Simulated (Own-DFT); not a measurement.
# Point defects and the pressure they add: hexagonal WC

Source: density functional calculations with Own-DFT, an unreviewed in-house program that is no longer used. Nothing was measured or relaxed, and spin and spin-orbit coupling are left out.

All runs used: PBE; PseudoDojo norm-conserving scalar-relativistic files; cutoff 50 hartree; 4 x 4 x 4 k mesh centred on Gamma; cold (Marzari-Vanderbilt) smearing of 0.2 eV.

Known weak points: forces on such cells moved up to 12 meV/angstrom on a denser k mesh; stress not checked against mesh or cutoff.

All runs share one cell, with vectors in Å (5.833, -5.052, -2.839); (0.000, -5.052, 8.518); (-5.833, -5.052, -2.839) and a volume of 669.4 Å³. The atoms are randomly displaced, by u rms on each axis. The defect's site can differ from row to row.

```
         cell  formula   u (Å)  P (GPa)
    no defect   C32W32  0.0181     3.19
    no defect   C32W32  0.0201     3.30
    no defect   C32W32  0.0469     5.78
one C vacancy   C31W32  0.0308     3.61
one C vacancy   C31W32  0.0325     3.43
one C vacancy   C31W32  0.0472     4.68
one C vacancy   C31W32  0.0488        ?
one W vacancy   C32W31  0.0312     2.40
one W vacancy   C32W31  0.0488     4.37
one W vacancy   C32W31  0.0529     4.60
```

## Working it out

P = P0 + c u² + a shift for each defect gives P0 = 2.87 GPa, c = 1246 ± 94 GPa/Å² and a scatter of 0.21 GPa. The shifts, and each times the cell's volume:

- one C vacancy: -0.72 ± 0.18 GPa, -3.0 eV
- one W vacancy: -1.64 ± 0.20 GPa, -6.8 eV

Against the defect-free cell, a freed cell would be larger where the shift is positive and smaller where it is negative (160.2 GPa Å³ is 1 eV). The atoms around the defects weren't relaxed, which would change these numbers.

## Withheld run

The question: what pressure belongs in the blank (one C vacancy, u = 0.0488 Å)?

Estimate: 5.11 ± 0.26 GPa. The hidden result is 5.31 GPa.
